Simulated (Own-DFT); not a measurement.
Al$_{3}$GaN$_{4}$ (wurtzite random alloy, atoms displaced) (calculated)

A calculation, not a measurement: plane-wave PBE density functional theory by an unreviewed code, no spin, of a simulated periodic cell, stress positive in tension, free energy of the whole cell less one offset for each atom, forces on such cells passed a denser k mesh, this cell's mesh not checked; offsets are fitted by least squares, one for each functional and potential file, so energies compare only between cells with the same atoms and settings and are not formation energies; the far tail of each file's local potential was reset to the Coulomb form; each entry is a single point on an unrelaxed cell, so the pressure reflects the starting lattice, mostly measured values, from which strain is counted, and rises with the displacements; printed positions are rounded, which can move forces by about a meV/angstrom; the program is a retired in-house code; no spin-orbit coupling. Program: Own-DFT development build.

Settings shared by all entries: functional PBE; potential files PseudoDojo norm-conserving, scalar-relativistic, standard set with the stringent files for Ga; wave cutoff 96 hartree; occupations Gaussian; smearing width 0.01 eV; k mesh 4 x 4 x 3 centred on Gamma.

(1) 
```cif
# cell vector a (Å): 9.3938 0.0000 0.0000
# cell vector b (Å): -4.6969 8.1352 0.0000
# cell vector c (Å): 0.0000 0.0000 10.0655
data_Al3GaN4
_symmetry_space_group_name_H-M 'P 1'
_symmetry_Int_Tables_number 1
_cell_length_a 9.3938
_cell_length_b 9.3937
_cell_length_c 10.0655
_cell_angle_alpha 90.000
_cell_angle_beta 90.000
_cell_angle_gamma 120.000
_cell_volume 769.21
loop_
_atom_site_label
_atom_site_type_symbol
_atom_site_fract_x
_atom_site_fract_y
_atom_site_fract_z
_atom_site_occupancy
Ga1 Ga 0.11276 0.22122 0.99953 1
Al1 Al 0.22043 0.11121 0.25045 1
N1 N 0.11471 0.22089 0.19145 1
N2 N 0.22451 0.11196 0.43794 1
Ga2 Ga 0.11732 0.21578 0.49801 1
Al2 Al 0.21320 0.10332 0.75109 1
N3 N 0.10623 0.21339 0.68895 1
N4 N 0.22092 0.11526 0.94070 1
Al3 Al 0.11116 0.55461 0.00505 1
Al4 Al 0.22808 0.44231 0.24755 1
N5 N 0.12114 0.56617 0.19060 1
N6 N 0.23128 0.45237 0.44073 1
Al5 Al 0.10558 0.54955 0.50328 1
Al6 Al 0.21874 0.44052 0.75092 1
N7 N 0.10855 0.55709 0.69198 1
N8 N 0.22072 0.45079 0.94156 1
Al7 Al 0.10748 0.89287 0.00386 1
Al8 Al 0.21942 0.77658 0.24656 1
N9 N 0.11332 0.89290 0.19137 1
N10 N 0.21817 0.78205 0.44706 1
Al9 Al 0.11804 0.89849 0.49914 1
Al10 Al 0.21948 0.77849 0.74764 1
N11 N 0.11293 0.89078 0.69077 1
N12 N 0.21854 0.77438 0.94532 1
Al11 Al 0.44669 0.22628 0.00419 1
Al12 Al 0.54986 0.10632 0.24977 1
N13 N 0.44255 0.22281 0.19385 1
N14 N 0.55147 0.10580 0.43501 1
Ga3 Ga 0.45217 0.22688 0.49573 1
Al13 Al 0.55847 0.11336 0.75136 1
N15 N 0.44808 0.22103 0.68895 1
N16 N 0.55620 0.11474 0.93969 1
Ga4 Ga 0.44651 0.55701 0.99968 1
Ga5 Ga 0.56019 0.44336 0.25371 1
N17 N 0.43982 0.55356 0.19011 1
N18 N 0.55234 0.44003 0.44221 1
Al14 Al 0.44497 0.55185 0.49678 1
Al15 Al 0.54931 0.44291 0.74965 1
N19 N 0.44621 0.55454 0.68796 1
N20 N 0.55918 0.44888 0.93875 1
Al16 Al 0.44519 0.88407 0.99908 1
Ga6 Ga 0.55657 0.77513 0.24911 1
N21 N 0.43915 0.88926 0.19157 1
N22 N 0.55568 0.77820 0.44070 1
Al17 Al 0.44488 0.88782 0.49686 1
Al18 Al 0.56059 0.78693 0.75291 1
N23 N 0.43984 0.89247 0.68584 1
N24 N 0.56476 0.77472 0.94121 1
Al19 Al 0.77703 0.22190 0.00185 1
Al20 Al 0.88770 0.11463 0.25151 1
N25 N 0.78327 0.22660 0.18370 1
N26 N 0.88379 0.11154 0.44310 1
Al21 Al 0.77641 0.21822 0.50342 1
Al22 Al 0.88947 0.11180 0.74701 1
N27 N 0.77197 0.22052 0.69315 1
N28 N 0.89004 0.11494 0.93871 1
Ga7 Ga 0.78006 0.54999 0.00016 1
Ga8 Ga 0.88808 0.45103 0.24729 1
N29 N 0.78222 0.55545 0.19249 1
N30 N 0.88889 0.44235 0.44933 1
Al23 Al 0.77458 0.55437 0.49992 1
Ga9 Ga 0.88888 0.44531 0.75853 1
N31 N 0.78292 0.55670 0.69046 1
N32 N 0.89138 0.44504 0.93814 1
Al24 Al 0.77391 0.88519 0.00011 1
Al25 Al 0.88586 0.77784 0.24528 1
N33 N 0.77586 0.88702 0.19254 1
N34 N 0.88142 0.77626 0.44342 1
Al26 Al 0.77396 0.88819 0.49269 1
Al27 Al 0.88025 0.76899 0.75029 1
N35 N 0.77755 0.88702 0.69192 1
N36 N 0.89045 0.77756 0.94096 1
_calc_free_energy_of_cell_above_offsets '-25.711'  # eV
_calc_pressure 5.24  # GPa
_calc_stress_xx -5.69  # GPa
_calc_stress_yy -5.03  # GPa
_calc_stress_zz -5  # GPa
_calc_stress_yz -0.41  # GPa
_calc_stress_xz 0.15  # GPa
_calc_stress_xy 0.86  # GPa
```

Force:
| element | x (eV/Å) | y (eV/Å) | z (eV/Å) |
| --- | --- | --- | --- |
| Ga | -1.074 | 0.79 | 0.218 |
| Al | 0.461 | -0.088 | -0.017 |
| N | -0.994 | 0.149 | 0.915 |
| N | 0.803 | -0.728 | -0.927 |
| Ga | -1.952 | 1.494 | 0.334 |
| Al | 1.216 | 0.932 | -0.011 |
| N | 0.103 | 1.139 | 0.878 |
| N | 1.889 | -0.91 | -0.307 |
| Al | -0.311 | 0.565 | -0.611 |
| Al | -1.551 | 0.194 | 0.857 |
| N | 0.175 | -1.86 | 0.003 |
| N | -0.955 | -0.818 | -0.66 |
| Al | 0.58 | 1.213 | -0.087 |
| Al | 0.091 | 0.56 | -0.471 |
| N | 1.43 | -0.24 | -0.216 |
| N | 0.238 | -0.531 | -0.722 |
| Al | 1.039 | -0.329 | -0.704 |
| Al | -0.021 | 1.007 | 1.438 |
| N | -0.647 | -0.462 | 0.042 |
| N | 0.886 | -0.919 | -1.29 |
| Al | -0.825 | -1.601 | 0.608 |
| Al | 0.22 | -0.047 | 0.52 |
| N | -0.88 | -0.624 | -0.111 |
| N | 0.126 | 0.779 | -0.656 |
| Al | -0.189 | -0.314 | -0.699 |
| Al | 0.615 | 0.666 | -0.463 |
| N | 0.335 | -0.85 | -0.739 |
| N | 1.414 | 0.239 | 0.135 |
| Ga | -0.24 | -1.763 | 1.327 |
| Al | -0.949 | -0.456 | -0.126 |
| N | -1.084 | 0.098 | 0.927 |
| N | 0.093 | -0.635 | 0.602 |
| Ga | -0.259 | -0.695 | 0.003 |
| Ga | -0.881 | 0.262 | -0.519 |
| N | 1.054 | -0.23 | 0.178 |
| N | 0.454 | 2.222 | -0.067 |
| Al | -0.198 | 1.029 | 1.01 |
| Al | 1.162 | -0.054 | -0.291 |
| N | -0.823 | 0.414 | 0.36 |
| N | -0.066 | -1.544 | -0.154 |
| Al | -0.671 | 0.504 | 0.069 |
| Ga | -1.187 | 0.226 | 0.399 |
| N | 0.492 | 0.08 | -0.818 |
| N | -0.179 | -0.537 | 0.454 |
| Al | -0.791 | -0.321 | 0.309 |
| Al | -0.429 | -1.077 | -1.093 |
| N | 1.18 | -0.27 | 0.985 |
| N | -2.048 | 1.395 | -0.577 |
| Al | 0.213 | 0.014 | -1.137 |
| Al | 0.414 | -0.082 | -0.127 |
| N | -0.747 | -1.017 | 1.175 |
| N | 0.483 | -0.361 | -0.942 |
| Al | -0.836 | 0.538 | 0.027 |
| Al | -0.51 | -0.511 | 0.353 |
| N | 1.164 | -0.525 | -0.616 |
| N | -0.715 | -1.113 | -0.081 |
| Ga | -0.625 | 0.925 | -0.168 |
| Ga | 2.506 | -1.171 | 1.678 |
| N | -1.657 | 1.545 | -0.447 |
| N | -0.773 | -0.337 | -0.895 |
| Al | 0.77 | 0.312 | 0.715 |
| Ga | 0.049 | -0.251 | -2.22 |
| N | -1.876 | -0.466 | -0.349 |
| N | 0.97 | -0.873 | 2.691 |
| Al | 1.413 | 1.223 | 0.04 |
| Al | 0.726 | 0.335 | 1.251 |
| N | 0.804 | 1.121 | -0.922 |
| N | 0.99 | 0.261 | -1.075 |
| Al | 0.322 | 0.049 | 1.444 |
| Al | 0.719 | 1.359 | -0.159 |
| N | -0.243 | 0.388 | -0.558 |
| N | -0.414 | 0.58 | 0.082 |

(2) 
```cif
# cell vector a (Å): 9.3938 0.0000 0.0000
# cell vector b (Å): -4.6969 8.1352 0.0000
# cell vector c (Å): 0.0000 0.0000 10.0655
data_Al3GaN4
_symmetry_space_group_name_H-M 'P 1'
_symmetry_Int_Tables_number 1
_cell_length_a 9.3938
_cell_length_b 9.3937
_cell_length_c 10.0655
_cell_angle_alpha 90.000
_cell_angle_beta 90.000
_cell_angle_gamma 120.000
_cell_volume 769.21
loop_
_atom_site_label
_atom_site_type_symbol
_atom_site_fract_x
_atom_site_fract_y
_atom_site_fract_z
_atom_site_occupancy
Al1 Al 0.10941 0.21970 0.00296 1
Al2 Al 0.21707 0.10757 0.24865 1
N1 N 0.11190 0.22055 0.19368 1
N2 N 0.22618 0.10966 0.43901 1
Al3 Al 0.10817 0.21885 0.49648 1
Al4 Al 0.22521 0.11209 0.75387 1
N3 N 0.11107 0.21958 0.68737 1
N4 N 0.22093 0.10923 0.93631 1
Ga1 Ga 0.10929 0.55239 0.00052 1
Al5 Al 0.21719 0.44430 0.24970 1
N5 N 0.10669 0.55115 0.19023 1
N6 N 0.22796 0.44403 0.44416 1
Al6 Al 0.09969 0.54961 0.50049 1
Al7 Al 0.21982 0.43976 0.75408 1
N7 N 0.11136 0.56103 0.68598 1
N8 N 0.22039 0.43926 0.93962 1
Al8 Al 0.11294 0.89421 0.00044 1
Al9 Al 0.22397 0.78407 0.25136 1
N9 N 0.10797 0.87912 0.18719 1
N10 N 0.21406 0.77490 0.44125 1
Al10 Al 0.11410 0.88824 0.50031 1
Al11 Al 0.22128 0.77853 0.75119 1
N11 N 0.11754 0.89237 0.69219 1
N12 N 0.22214 0.78234 0.93874 1
Ga2 Ga 0.44357 0.22093 0.00278 1
Ga3 Ga 0.55671 0.10843 0.24794 1
N13 N 0.45017 0.21841 0.19161 1
N14 N 0.55759 0.10981 0.44796 1
Al12 Al 0.44244 0.22347 0.50444 1
Al13 Al 0.55814 0.11088 0.75693 1
N15 N 0.44363 0.21960 0.68930 1
N16 N 0.54941 0.09921 0.94122 1
Al14 Al 0.44703 0.55618 0.99520 1
Al15 Al 0.56038 0.44494 0.24925 1
N17 N 0.43611 0.55189 0.19121 1
N18 N 0.55862 0.44600 0.43988 1
Al16 Al 0.44550 0.55465 0.50798 1
Ga4 Ga 0.55431 0.44042 0.74811 1
N19 N 0.44579 0.55732 0.68874 1
N20 N 0.55495 0.44352 0.93672 1
Al17 Al 0.44025 0.88437 0.99999 1
Al18 Al 0.55751 0.77557 0.24568 1
N21 N 0.44918 0.88931 0.19429 1
N22 N 0.55810 0.77731 0.44342 1
Ga5 Ga 0.44123 0.88496 0.49685 1
Al19 Al 0.56275 0.77811 0.75199 1
N23 N 0.44114 0.88883 0.69186 1
N24 N 0.55281 0.77041 0.93460 1
Al20 Al 0.77991 0.21912 0.99714 1
Al21 Al 0.88862 0.11357 0.25149 1
N25 N 0.78057 0.22287 0.19265 1
N26 N 0.88912 0.11327 0.44265 1
Al22 Al 0.76969 0.21650 0.50234 1
Ga6 Ga 0.89187 0.11207 0.74683 1
N27 N 0.78173 0.22946 0.68895 1
N28 N 0.88438 0.10790 0.94416 1
Ga7 Ga 0.78078 0.56004 0.99950 1
Ga8 Ga 0.88888 0.44711 0.25226 1
N29 N 0.77370 0.55420 0.19504 1
N30 N 0.88828 0.44711 0.44046 1
Al23 Al 0.77871 0.55769 0.50042 1
Al24 Al 0.88923 0.43781 0.75008 1
N31 N 0.77615 0.55597 0.68763 1
N32 N 0.88564 0.44483 0.94249 1
Al25 Al 0.77856 0.88545 0.99275 1
Al26 Al 0.88780 0.77735 0.24911 1
N33 N 0.78077 0.89399 0.19496 1
N34 N 0.88908 0.77854 0.44095 1
Ga9 Ga 0.77442 0.89377 0.50076 1
Al27 Al 0.89630 0.78048 0.74724 1
N35 N 0.78076 0.88981 0.68888 1
N36 N 0.88758 0.78009 0.94159 1
_calc_free_energy_of_cell_above_offsets '-26.329'  # eV
_calc_pressure 4.93  # GPa
_calc_stress_xx -4.73  # GPa
_calc_stress_yy -4.89  # GPa
_calc_stress_zz -5.16  # GPa
_calc_stress_yz 0  # GPa
_calc_stress_xz -0.12  # GPa
_calc_stress_xy -0.27  # GPa
```

Force:
| element | x (eV/Å) | y (eV/Å) | z (eV/Å) |
| --- | --- | --- | --- |
| Al | -0.03 | -0.062 | -0.13 |
| Al | 1.155 | -0.024 | 0.489 |
| N | -0.365 | 0.036 | -0.547 |
| N | -0.724 | -0.12 | -0.107 |
| Al | 0.761 | 0.526 | 0.265 |
| Al | -0.181 | -0.092 | -1.304 |
| N | 1.066 | 0.695 | 0.127 |
| N | -0.951 | 0.202 | 1.06 |
| Ga | -0.055 | 0.659 | -0.102 |
| Al | 0.767 | -0.04 | 0.896 |
| N | 0.988 | 1.422 | 0.602 |
| N | -1.344 | -0.105 | -0.562 |
| Al | 1.777 | 0.634 | -0.141 |
| Al | -0.106 | 0.782 | -1.484 |
| N | 0.293 | -1.102 | 1.251 |
| N | 0.611 | -0.235 | 0.03 |
| Al | 0.102 | -1.011 | -0.297 |
| Al | 0.71 | -1.329 | 0.134 |
| N | -0.632 | 1.454 | 0.09 |
| N | 0.323 | -0.634 | -0.836 |
| Al | -0.948 | 0.296 | 0.253 |
| Al | 0.554 | -0.016 | -0.338 |
| N | -0.623 | -0.046 | -0.25 |
| N | -0.002 | -0.164 | 0.346 |
| Ga | 0.419 | 0.049 | -0.325 |
| Ga | 0.649 | 0.384 | 1.37 |
| N | -2.343 | 0.834 | 0.378 |
| N | -1.156 | 0.705 | -0.776 |
| Al | 0.739 | -0.007 | -0.944 |
| Al | -0.422 | -0.457 | -1.437 |
| N | 0.165 | -0.862 | 0.53 |
| N | 1.008 | 1.18 | 0.105 |
| Al | -0.396 | -0.815 | 0.885 |
| Al | -1.574 | -0.563 | 0.696 |
| N | 1.172 | 0.242 | -0.906 |
| N | -0.287 | -0.336 | 0.204 |
| Al | 0.102 | 0.166 | -1.715 |
| Ga | 0.004 | 0.542 | -0.246 |
| N | -0.837 | -0.014 | 1.187 |
| N | -0.412 | 0.222 | 1.044 |
| Al | 0.459 | -0.437 | 0.173 |
| Al | -0.032 | -0.204 | 1.132 |
| N | -0.657 | -1.666 | -1.17 |
| N | -0.735 | -1.352 | -1.396 |
| Ga | -0.13 | -0.186 | 0.9 |
| Al | -1.331 | -0.035 | -1.286 |
| N | 1.074 | 0.045 | 0.901 |
| N | 0.018 | 0.993 | 1.244 |
| Al | -1.185 | 0.272 | 1.049 |
| Al | 0.14 | -0.221 | 0.216 |
| N | 0.521 | -0.191 | -1.275 |
| N | -0.317 | 1.132 | -0.684 |
| Al | 0.904 | 1.226 | -0.36 |
| Ga | -0.321 | -0.003 | 0.514 |
| N | -0.686 | -1.334 | 0.322 |
| N | 0.931 | 0.158 | -0.138 |
| Ga | -0.494 | -0.599 | 0.485 |
| Ga | -0.163 | -0.527 | -0.071 |
| N | -0.151 | 1.075 | -0.668 |
| N | -0.449 | -1.109 | 1.063 |
| Al | -0.235 | 0.031 | -0.175 |
| Al | -0.645 | 2.16 | 0.027 |
| N | 1.454 | 0.47 | 0.428 |
| N | 0.56 | -1.422 | -1.178 |
| Al | -1.092 | 0.381 | 1.447 |
| Al | -0.164 | 0.075 | 0.665 |
| N | 0.127 | -0.718 | -1.285 |
| N | 0.734 | 0.061 | -0.307 |
| Ga | 1.192 | -0.67 | -0.379 |
| Al | -0.455 | -0.468 | -0.047 |
| N | 0.145 | -0.787 | 1.359 |
| N | 1.006 | 0.856 | -1.003 |

(3) 
```cif
# cell vector a (Å): 9.3938 0.0000 0.0000
# cell vector b (Å): -4.6969 8.1352 0.0000
# cell vector c (Å): 0.0000 0.0000 10.0655
data_Al3GaN4
_symmetry_space_group_name_H-M 'P 1'
_symmetry_Int_Tables_number 1
_cell_length_a 9.3938
_cell_length_b 9.3937
_cell_length_c 10.0655
_cell_angle_alpha 90.000
_cell_angle_beta 90.000
_cell_angle_gamma 120.000
_cell_volume 769.21
loop_
_atom_site_label
_atom_site_type_symbol
_atom_site_fract_x
_atom_site_fract_y
_atom_site_fract_z
_atom_site_occupancy
Al1 Al 0.11395 0.22621 0.00553 1
Al2 Al 0.20973 0.10457 0.25182 1
N1 N 0.11172 0.22126 0.19039 1
N2 N 0.22131 0.11143 0.43367 1
Al3 Al 0.10579 0.22098 0.49745 1
Al4 Al 0.22526 0.10734 0.74708 1
N3 N 0.11570 0.22778 0.68884 1
N4 N 0.21862 0.11230 0.93934 1
Al5 Al 0.10579 0.55098 0.00021 1
Ga1 Ga 0.21992 0.44770 0.24733 1
N5 N 0.11031 0.56092 0.19291 1
N6 N 0.22117 0.45234 0.44046 1
Al6 Al 0.10757 0.55974 0.50404 1
Al7 Al 0.22597 0.44674 0.74943 1
N7 N 0.11086 0.55101 0.69319 1
N8 N 0.21110 0.44285 0.94297 1
Al8 Al 0.11014 0.89100 0.00056 1
Ga2 Ga 0.22196 0.77708 0.24983 1
N9 N 0.11136 0.88848 0.19050 1
N10 N 0.22077 0.77686 0.43868 1
Al9 Al 0.10446 0.88743 0.50803 1
Al10 Al 0.22875 0.78557 0.74876 1
N11 N 0.11273 0.88775 0.69206 1
N12 N 0.21816 0.77532 0.94082 1
Al11 Al 0.44829 0.22347 0.00159 1
Al12 Al 0.55342 0.10947 0.25042 1
N13 N 0.44562 0.22282 0.18951 1
N14 N 0.55671 0.11244 0.44122 1
Ga3 Ga 0.44525 0.22406 0.49977 1
Ga4 Ga 0.55948 0.11222 0.75106 1
N15 N 0.44622 0.22156 0.68412 1
N16 N 0.55295 0.11002 0.94475 1
Ga5 Ga 0.44642 0.55587 0.00243 1
Ga6 Ga 0.55864 0.44456 0.24607 1
N17 N 0.44262 0.55283 0.19399 1
N18 N 0.55336 0.44028 0.44104 1
Al13 Al 0.44593 0.55164 0.49708 1
Al14 Al 0.55614 0.44414 0.75212 1
N19 N 0.44386 0.55650 0.69250 1
N20 N 0.55959 0.44283 0.94197 1
Al15 Al 0.43964 0.88481 0.99926 1
Al16 Al 0.55010 0.77403 0.24852 1
N21 N 0.44260 0.88778 0.19407 1
N22 N 0.55552 0.78361 0.43393 1
Al17 Al 0.43778 0.88356 0.49994 1
Al18 Al 0.55040 0.77728 0.74987 1
N23 N 0.44444 0.89228 0.68449 1
N24 N 0.55301 0.77548 0.94203 1
Al19 Al 0.77532 0.22669 0.99635 1
Al20 Al 0.88584 0.11381 0.24970 1
N25 N 0.78215 0.22650 0.19203 1
N26 N 0.88968 0.11281 0.44549 1
Al21 Al 0.77781 0.22405 0.49808 1
Al22 Al 0.88655 0.11199 0.75057 1
N27 N 0.78051 0.22099 0.69107 1
N28 N 0.89008 0.11305 0.94231 1
Al23 Al 0.78222 0.56487 0.00047 1
Ga7 Ga 0.88452 0.44267 0.25512 1
N29 N 0.77987 0.55965 0.18784 1
N30 N 0.88791 0.44578 0.44896 1
Al24 Al 0.77424 0.55581 0.50210 1
Ga8 Ga 0.89197 0.44918 0.75465 1
N31 N 0.77922 0.56049 0.68310 1
N32 N 0.88518 0.44231 0.94022 1
Al25 Al 0.77395 0.88681 0.00344 1
Ga9 Ga 0.89166 0.77547 0.24349 1
N33 N 0.77879 0.88998 0.19495 1
N34 N 0.89031 0.77940 0.43664 1
Al26 Al 0.78154 0.89636 0.49580 1
Al27 Al 0.88371 0.77210 0.74476 1
N35 N 0.77674 0.88792 0.68594 1
N36 N 0.88988 0.77241 0.94583 1
_calc_free_energy_of_cell_above_offsets '-26.145'  # eV
_calc_pressure 4.96  # GPa
_calc_stress_xx -4.12  # GPa
_calc_stress_yy -5.64  # GPa
_calc_stress_zz -5.11  # GPa
_calc_stress_yz -0.03  # GPa
_calc_stress_xz -0.19  # GPa
_calc_stress_xy 0.26  # GPa
```

Force:
| element | x (eV/Å) | y (eV/Å) | z (eV/Å) |
| --- | --- | --- | --- |
| Al | -0.412 | -0.638 | -1.079 |
| Al | 1.529 | 0.765 | -0.586 |
| N | -0.833 | -0.565 | 0.173 |
| N | -1.052 | -0.698 | 1.437 |
| Al | 1.096 | 1.145 | 0.441 |
| Al | -1.056 | 1.148 | 0.472 |
| N | 0.087 | -1.048 | 0.024 |
| N | 0.906 | 0.119 | -0.013 |
| Al | -0.424 | 0.85 | 0.32 |
| Ga | 0.037 | -0.443 | 0.923 |
| N | -0.347 | -1.179 | -1.673 |
| N | 0.374 | -0.824 | 0.82 |
| Al | 0.798 | -0.319 | -0.145 |
| Al | -0.489 | -0.655 | 0.383 |
| N | 0.517 | 1.866 | -0.431 |
| N | 1.268 | -0.06 | -0.53 |
| Al | 0.465 | 0.088 | -0.093 |
| Ga | -0.325 | 0.591 | 0.447 |
| N | 0.174 | 1.011 | -1.222 |
| N | -0.814 | 0.311 | 1.826 |
| Al | 0.863 | 0.359 | -1.934 |
| Al | -0.21 | -1.513 | 0.498 |
| N | -0.588 | -0.162 | 0.172 |
| N | 0.21 | 0.293 | -0.297 |
| Al | -1.024 | -0.422 | 0.123 |
| Al | 0.065 | 0.277 | 0.22 |
| N | -0.388 | -1.318 | -0.188 |
| N | 0.704 | -0.816 | -0.575 |
| Ga | -0.166 | -1.021 | -0.91 |
| Ga | -0.272 | 0.218 | -0.126 |
| N | -0.682 | 0.582 | 2.321 |
| N | 0.265 | -0.369 | 0.111 |
| Ga | -0.714 | -0.888 | -0.223 |
| Ga | -0.337 | -0.352 | 0.794 |
| N | 0.135 | 1.123 | -0.438 |
| N | 0.219 | 1.879 | -0.073 |
| Al | -1.012 | 0.932 | 0.135 |
| Al | -0.108 | 0.003 | -0.476 |
| N | 0.592 | 0.022 | -0.362 |
| N | 0.253 | 0.054 | -0.613 |
| Al | -0.128 | 0.245 | 0.698 |
| Al | 0.525 | 0.597 | 0.305 |
| N | 1.039 | 0.591 | -1.424 |
| N | 0.554 | -0.867 | 1.147 |
| Al | 0.512 | 0.866 | -1 |
| Al | 0.769 | 0.225 | -0.352 |
| N | 0.304 | -1.17 | 0.851 |
| N | -0.033 | 1.254 | -0.683 |
| Al | 0.851 | -0.881 | 0.819 |
| Al | 0.771 | -0.326 | 0.261 |
| N | -0.823 | -1.368 | -0.803 |
| N | -0.541 | 0.446 | -1.366 |
| Al | -0.149 | -0.307 | 0.751 |
| Al | 1.302 | -0.108 | 0.107 |
| N | 0.026 | 0.326 | -0.616 |
| N | -0.428 | -0.421 | 0.008 |
| Al | 0.319 | -2.142 | 0.204 |
| Ga | 0.345 | 0.794 | 0.218 |
| N | 0.186 | -1.015 | -0.788 |
| N | -0.364 | 0.062 | -0.174 |
| Al | 0.171 | 0.276 | -1.21 |
| Ga | -0.187 | -0.551 | -1.078 |
| N | -0.695 | -0.747 | 1.396 |
| N | -0.406 | 0.765 | 1.363 |
| Al | 0.548 | 0.695 | -0.2 |
| Ga | -0.602 | 0.802 | 1.264 |
| N | -1.208 | 0.271 | -0.957 |
| N | -0.39 | -0.281 | 1.409 |
| Al | -0.385 | -1.436 | -0.005 |
| Al | 0.012 | 1.279 | 1.009 |
| N | -0.196 | 0.049 | 0.69 |
| N | -1.003 | 1.727 | -1.497 |
